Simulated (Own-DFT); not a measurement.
## Calculated data, GaN (wurtzite, strained, atoms displaced)

A calculation, not a measurement: plane-wave PBE density functional theory by an unreviewed code, no spin, of a simulated periodic cell, stress positive in tension, free energy of the whole cell less one offset for each atom, forces on such cells passed a denser k mesh, this cell's mesh not checked; offsets are fitted by least squares, one for each functional and potential file, so energies compare only between cells with the same atoms and settings and are not formation energies; the far tail of each file's local potential was reset to the Coulomb form; each entry is a single point on an unrelaxed cell, so the pressure reflects the starting lattice, mostly measured values (interpolated for alloys), from which strain is counted, and rises with the displacements; printed positions are rounded, which can move forces by about a meV/angstrom; the program, named Own-DFT, is a retired in-house code; no spin-orbit coupling. Program: Own-DFT development build.

Common to all runs: functional PBE; potential files PseudoDojo norm-conserving, scalar-relativistic, standard set with the stringent files for Ga; wave cutoff 96 hartree; occupations Gaussian; smearing width 0.01 eV; k mesh 3 x 4 x 3 centred on Gamma.

(1) GaN (wurtzite, strained, atoms displaced)

```xyz
96
Lattice="12.7560 0.0000 0.0000 -4.7835 8.2853 -0.0621 0.0000 -0.0778 10.3700" Properties=species:S:1:pos:R:3 GaN
Ga    -0.0128     1.8136     0.0761
Ga     1.5828     0.9614     2.5943
N     -0.0511     1.8334     2.0102
N      1.6879     0.8464     4.5134
Ga     0.0651     1.8050     5.1562
Ga     1.5484     0.9785     7.8456
N      0.0565     1.7599     7.1822
N      1.5765     0.8935     9.6687
Ga    -1.5565     4.5296    -0.0190
Ga     0.0400     3.7768     2.5570
N     -1.7140     4.5002     1.8480
N      0.0724     3.6173     4.5512
Ga    -1.6019     4.6015     5.2489
Ga    -0.0395     3.5848     7.7630
N     -1.5859     4.5997     7.0638
N      0.0089     3.6361     9.7622
Ga    -3.1697     7.2142    10.3054
Ga    -1.5154     6.4081     2.6356
N     -3.1551     7.3672     1.9628
N     -1.6307     6.3925     4.5027
Ga    -3.2310     7.3857     5.1482
Ga    -1.5008     6.4732     7.6951
N     -3.2298     7.3869     7.1088
N     -1.5946     6.4137     9.6731
Ga     3.2439     1.8427     0.0543
Ga     4.8138     0.9494     2.6279
N      3.1879     1.8541     2.0416
N      4.7677     0.9053     4.5963
Ga     3.2257     1.7079     5.2049
Ga     4.8944     0.9246     7.7943
N      3.2562     1.6736     7.1457
N      4.7513     0.8787     9.7495
Ga     1.5648     4.4907    10.2772
Ga     3.1687     3.6672     2.5772
N      1.6934     4.6120     2.0146
N      3.2637     3.7120     4.5316
Ga     1.5464     4.5198     5.1980
Ga     3.2377     3.6445     7.7703
N      1.5720     4.5809     7.0923
N      3.2041     3.6761     9.6806
Ga     0.0417     7.3016    10.2191
Ga     1.5001     6.4565     2.5820
N      0.0203     7.3487     1.9813
N      1.5733     6.4431     4.3965
Ga    -0.0439     7.2306     5.1688
Ga     1.6188     6.2668     7.6290
N     -0.0471     7.2284     7.0840
N      1.5884     6.2944     9.7108
Ga     6.3090     1.6844    10.3031
Ga     7.9890     0.8902     2.6286
N      6.3659     1.8720     1.9283
N      7.9681     0.8436     4.5331
Ga     6.4246     1.8105     5.1409
Ga     7.9654     0.9455     7.8241
N      6.3458     1.8650     7.1358
N      7.9825     0.8742     9.7866
Ga     4.8097     4.5295    10.3029
Ga     6.4399     3.6160     2.5542
N      4.8451     4.5268     1.8535
N      6.3551     3.6294     4.5728
Ga     4.7797     4.4763     5.1099
Ga     6.3125     3.5834     7.6992
N      4.7722     4.6676     7.0862
N      6.3297     3.5701     9.7362
Ga     3.1906     7.3262    -0.0463
Ga     4.8658     6.3910     2.5623
N      3.1763     7.4764     1.8124
N      4.8047     6.4085     4.5202
Ga     3.1393     7.3181     5.1947
Ga     4.8338     6.3421     7.8162
N      3.1695     7.3102     7.0620
N      4.7951     6.4281     9.7405
Ga     9.6111     1.8350    10.2518
Ga    11.1750     0.9254     2.6259
N      9.5529     1.8314     1.9770
N     11.1145     0.8659     4.5991
Ga     9.6059     1.7359     5.0839
Ga    11.1010     0.9077     7.7121
N      9.5936     1.8967     7.1265
N     11.2078     0.8926     9.7525
Ga     7.9414     4.6642     0.0800
Ga     9.5291     3.7477     2.6296
N      7.9875     4.5355     1.8907
N      9.5223     3.6555     4.5561
Ga     7.9691     4.5092     5.1542
Ga     9.5067     3.5282     7.7955
N      7.9844     4.5271     7.2109
N      9.6110     3.5927     9.6721
Ga     6.4209     7.4239    -0.0330
Ga     8.0080     6.3667     2.5409
N      6.3708     7.3073     1.9103
N      7.9503     6.4237     4.4698
Ga     6.3147     7.3599     5.1854
Ga     7.9313     6.4264     7.8143
N      6.3588     7.4515     7.1841
N      7.9758     6.4101     9.7797
```

```
free energy of cell above offsets : -3.601 eV
pressure                          : 7.53 GPa
stress xx                         : -7.95 GPa
stress yy                         : -7.05 GPa
stress zz                         : -7.59 GPa
stress yz                         : -2.17 GPa
stress xz                         : 0.16 GPa
stress xy                         : -0.19 GPa
```

Force:
```
element  x (eV/Å)  y (eV/Å)  z (eV/Å)
     Ga     0.741     0.512    -0.541
     Ga     0.037    -1.007    -0.218
      N     1.118      0.78    -0.119
      N    -1.366     0.973     0.334
     Ga    -0.284    -0.636     0.472
     Ga     1.964     -1.89    -1.035
      N    -1.999     1.292    -1.656
      N      0.58      -0.3      3.03
     Ga    -0.996      1.63    -0.791
     Ga    -0.756    -1.125     0.215
      N      2.33     1.602     1.599
      N    -1.807     0.194    -0.745
     Ga    -0.205    -0.808    -1.896
     Ga    -0.087     0.864     0.059
      N    -0.143    -0.735     2.363
      N    -0.121    -1.424    -0.933
     Ga     0.502     1.739     0.944
     Ga    -1.386     0.133    -1.818
      N     0.053    -0.373    -0.731
      N    -0.042    -0.239     0.878
     Ga    -0.222    -1.286     0.408
     Ga    -4.111    -1.637     1.427
      N     0.286    -0.527     0.123
      N      0.74    -1.057    -0.157
     Ga    -1.751     0.677    -0.186
     Ga    -0.095    -0.462      0.23
      N     0.129    -0.509    -1.347
      N     1.444    -1.157    -0.439
     Ga    -0.288      1.79     0.282
     Ga    -1.789      -1.7    -0.289
      N    -0.571     1.804     0.233
      N     0.114    -1.173    -0.825
     Ga     1.155      0.45     1.541
     Ga     1.803      0.47     0.592
      N    -1.923     0.322    -1.825
      N    -2.569    -1.872    -0.028
     Ga     1.998      1.02    -1.117
     Ga    -0.367    -0.588    -0.884
      N     0.288    -3.264      0.08
      N    -0.198    -1.125     0.426
     Ga    -0.618    -0.645     1.487
     Ga     2.777     0.116    -1.778
      N    -1.157     0.925    -1.756
      N     -0.12    -0.747     3.269
     Ga      0.69     1.366    -0.744
     Ga    -0.153     3.272     1.947
      N     3.649     2.369    -0.481
      N     0.238     1.061    -1.221
     Ga     1.869     1.707     1.596
     Ga    -0.097     0.696    -1.325
      N     0.182    -1.499    -0.003
      N     0.117     0.329     0.821
     Ga    -0.717    -0.637     0.313
     Ga     0.216    -1.039    -0.354
      N     1.317     -1.84    -0.961
      N    -0.208    -0.386    -1.222
     Ga    -0.199     0.542     0.591
     Ga     -1.12     0.801     0.265
      N    -0.548     0.574     1.247
      N     1.073    -0.197    -1.029
     Ga     0.694     2.476      0.92
     Ga     0.719     2.744     1.526
      N     0.172    -2.312    -0.242
      N     1.066     0.131    -0.901
     Ga    -0.321     0.702    -0.231
     Ga    -1.686     0.022    -0.304
      N    -0.035    -2.434     1.719
      N    -0.722    -0.326     0.004
     Ga     0.605    -0.556    -1.556
     Ga     -0.56     2.289    -0.286
      N     0.203     0.511     1.508
      N     0.622     -0.73    -0.559
     Ga    -0.549    -1.318     2.468
     Ga    -1.236    -0.705    -0.352
      N     0.408     0.582    -0.212
      N     2.338     0.092    -0.605
     Ga    -1.754     1.779     1.103
     Ga     1.154     1.278     1.559
      N    -0.769    -3.245    -1.436
      N    -0.638    -0.335    -0.813
     Ga     0.042    -1.276    -2.926
     Ga     0.365    -2.219    -0.196
      N    -0.307     0.679       1.7
      N     1.177    -0.487    -0.125
     Ga    -0.418     1.578     1.232
     Ga     0.706     3.993    -0.093
      N    -0.991     0.619     -1.03
      N    -0.775     1.372     0.705
     Ga    -0.966     0.188     0.487
     Ga     -0.26     1.278     0.109
      N     1.159     0.872      0.05
      N    -0.174    -0.391     0.997
     Ga     0.869    -1.103     0.005
     Ga     0.877    -0.194    -0.762
      N    -0.104    -2.867    -1.019
      N    -0.306    -0.812    -0.758
```

(2) GaN (wurtzite, strained, atoms displaced)

```xyz
96
Lattice="12.7560 -0.0957 0.0000 -4.8456 8.3211 0.0000 0.0000 0.0000 10.3700" Properties=species:S:1:pos:R:3 GaN
Ga    -0.0496     1.8515     0.0566
Ga     1.6235     0.9700     2.6181
N      0.0196     1.8796     1.9471
N      1.6311     0.8983     4.4806
Ga    -0.1003     1.9135     5.2193
Ga     1.6394     0.9098     7.8523
N     -0.0922     1.8334     7.1136
N      1.4841     0.9174     9.7210
Ga    -1.6412     4.5892    10.3361
Ga    -0.0184     3.6686     2.5249
N     -1.5802     4.5491     1.9457
N      0.0045     3.6413     4.4971
Ga    -1.6469     4.6335     5.1980
Ga     0.0048     3.6917     7.6831
N     -1.6715     4.7046     7.1820
N     -0.1103     3.7031     9.6819
Ga    -3.2090     7.4085    10.3443
Ga    -1.6351     6.3657     2.6272
N     -3.2403     7.4065     1.9488
N     -1.6748     6.3895     4.5470
Ga    -3.2655     7.3541     5.1658
Ga    -1.5772     6.4006     7.7844
N     -3.1996     7.3005     7.0584
N     -1.6833     6.4596     9.7879
Ga     3.1326     1.8755     0.0336
Ga     4.7732     0.9330     2.5915
N      3.2247     1.8515     1.9928
N      4.6495     0.8164     4.5005
Ga     3.2569     1.7495     5.1533
Ga     4.7896     0.9326     7.8035
N      3.1743     1.8610     7.1455
N      4.7950     0.8351     9.7327
Ga     1.5980     4.6031    10.3478
Ga     3.1309     3.5739     2.5465
N      1.5614     4.5543     1.9600
N      3.2155     3.6616     4.5123
Ga     1.6257     4.6430     5.2658
Ga     3.1167     3.7237     7.7698
N      1.5574     4.5388     7.0762
N      3.1413     3.5954     9.8022
Ga     0.0334     7.3903     0.0160
Ga     1.5146     6.4456     2.5721
N     -0.0300     7.3165     1.9054
N      1.5647     6.3769     4.5068
Ga    -0.1305     7.4340     5.2288
Ga     1.6084     6.3485     7.6956
N      0.0501     7.3439     7.1935
N      1.5937     6.4670     9.6259
Ga     6.3477     1.7000    10.3053
Ga     7.9469     0.8394     2.5732
N      6.3785     1.8426     1.9129
N      7.9332     0.8061     4.5636
Ga     6.4034     1.9126     5.2196
Ga     8.0005     0.8177     7.7951
N      6.3783     1.8555     7.1338
N      7.9731     0.9459     9.7760
Ga     4.7480     4.6046     0.0342
Ga     6.3407     3.7178     2.5670
N      4.8597     4.5787     1.8951
N      6.3283     3.6169     4.6196
Ga     4.7505     4.5824     5.1869
Ga     6.4360     3.6552     7.7633
N      4.7849     4.5175     7.1145
N      6.3998     3.6579     9.7464
Ga     3.0492     7.3551    10.3548
Ga     4.6453     6.3810     2.5799
N      3.1063     7.1726     1.9855
N      4.6827     6.4275     4.6095
Ga     3.2117     7.3750     5.2726
Ga     4.7657     6.4579     7.7794
N      3.1099     7.3369     7.2110
N      4.7905     6.4329     9.5764
Ga     9.5098     1.8124     0.0924
Ga    11.0809     0.8348     2.5893
N      9.4987     1.7915     1.9160
N     11.0980     0.8375     4.4931
Ga     9.5447     1.8243     5.1732
Ga    11.1161     0.8790     7.7787
N      9.4871     1.8348     7.1704
N     11.1747     0.8575     9.7765
Ga     7.9677     4.5240    10.3426
Ga     9.5381     3.6048     2.6858
N      7.9271     4.6589     1.9043
N      9.5688     3.5317     4.5078
Ga     7.8484     4.4919     5.1908
Ga     9.5473     3.6430     7.7774
N      7.9515     4.6352     7.1768
N      9.4648     3.5714     9.7247
Ga     6.3449     7.3263    10.3485
Ga     7.9480     6.4280     2.5924
N      6.3295     7.3148     1.9478
N      7.9554     6.4122     4.5661
Ga     6.2960     7.3526     5.2250
Ga     7.8631     6.4515     7.8402
N      6.2826     7.3575     7.1688
N      7.9893     6.3794     9.7586
```

```
free energy of cell above offsets : -4.725 eV
pressure                          : 7.09 GPa
stress xx                         : -5.98 GPa
stress yy                         : -7.33 GPa
stress zz                         : -7.97 GPa
stress yz                         : 0.52 GPa
stress xz                         : -0.07 GPa
stress xy                         : -1.8 GPa
```

Force:
```
element  x (eV/Å)  y (eV/Å)  z (eV/Å)
     Ga     0.109      0.55    -0.776
     Ga    -0.731    -1.157    -0.612
      N    -0.515    -1.119     0.376
      N      -0.9     0.173     1.766
     Ga      1.26    -1.425    -1.255
     Ga     -0.76     -0.69    -1.961
      N     1.233     0.234      0.48
      N     1.399     0.387     0.809
     Ga    -0.708     0.479     0.431
     Ga     0.175     0.102     1.173
      N    -1.196     0.345    -0.148
      N    -0.375     1.414     0.838
     Ga     0.791     -0.84    -0.027
     Ga    -1.784    -0.611     1.325
      N     1.089    -2.728    -1.366
      N     1.705    -0.199    -0.279
     Ga    -0.312    -0.001     0.979
     Ga    -0.257     0.965    -1.028
      N     0.948     0.324     0.073
      N     0.371     0.873     0.022
     Ga     0.753     1.069    -0.104
     Ga    -0.614     2.537     1.042
      N    -0.237     1.384     1.824
      N     1.497    -0.064    -0.886
     Ga     0.254     -2.36     0.001
     Ga     0.737    -1.114    -0.424
      N    -0.315    -1.421    -1.451
      N     2.986     0.632    -0.124
     Ga    -2.612     1.913     0.849
     Ga    -0.064    -0.395    -0.477
      N     0.235    -0.374     0.053
      N    -1.297     0.905    -0.081
     Ga    -1.294     0.008     0.401
     Ga     0.513     2.761     1.152
      N     0.554      0.56    -0.879
      N    -0.471     -0.44     0.211
     Ga    -0.341    -1.148    -3.707
     Ga     1.715    -1.223     0.431
      N     0.357     0.587     1.696
      N     0.344     2.109    -1.505
     Ga    -1.444    -1.354    -0.715
     Ga    -0.544    -1.441     1.102
      N    -0.464     0.954     0.908
      N    -0.332     1.516     1.176
     Ga     1.201    -2.111    -0.157
     Ga    -0.989     0.869     0.714
      N    -1.039     0.561    -0.682
      N    -0.845    -1.234     0.668
     Ga     0.176     2.505     0.863
     Ga    -0.482    -0.344     0.323
      N    -0.092    -0.565     0.624
      N     0.018     1.436    -0.294
     Ga    -0.498    -3.293      -0.1
     Ga    -0.962     1.124     0.411
      N     0.342    -1.115     0.359
      N    -0.032    -1.947    -0.726
     Ga     0.926    -0.153     -1.79
     Ga     1.406    -0.958     0.119
      N    -2.279     0.229     1.119
      N    -0.487     1.193    -2.159
     Ga     -0.49    -0.004     0.194
     Ga    -1.014     0.313     1.089
      N    -0.478     1.011     0.641
      N    -1.401    -0.781     -0.45
     Ga     2.284     0.271     0.101
     Ga     2.144    -0.182     0.835
      N     0.027     2.769    -1.672
      N     1.244    -0.377    -0.909
     Ga    -1.914    -0.566    -0.735
     Ga    -0.689    -1.485    -1.634
      N     1.196     0.045    -0.915
      N    -1.053    -0.215     3.673
     Ga     1.037    -0.323    -1.986
     Ga     0.944    -0.052    -0.687
      N     0.298    -0.214      2.09
      N     0.082     0.164     1.043
     Ga    -0.247    -1.963      0.62
     Ga    -0.311     0.133     0.917
      N     0.843    -0.648    -0.857
      N    -1.262    -0.008    -0.577
     Ga    -0.359     0.699     0.477
     Ga    -0.332     0.666    -2.722
      N     0.741    -1.632      1.18
      N     -0.92       1.9     1.682
     Ga     2.129     1.856     0.539
     Ga    -0.673     0.347     0.532
      N     0.226    -0.656    -0.907
      N     1.367     0.414    -0.157
     Ga     0.202    -0.157     0.373
     Ga    -0.346     0.411     0.153
      N    -0.889     0.143     0.115
      N    -1.876    -1.179    -0.349
     Ga     0.638    -0.344    -0.757
     Ga     1.304    -0.071    -0.633
      N     0.749     0.562    -0.587
      N    -1.021     0.277    -0.326
```
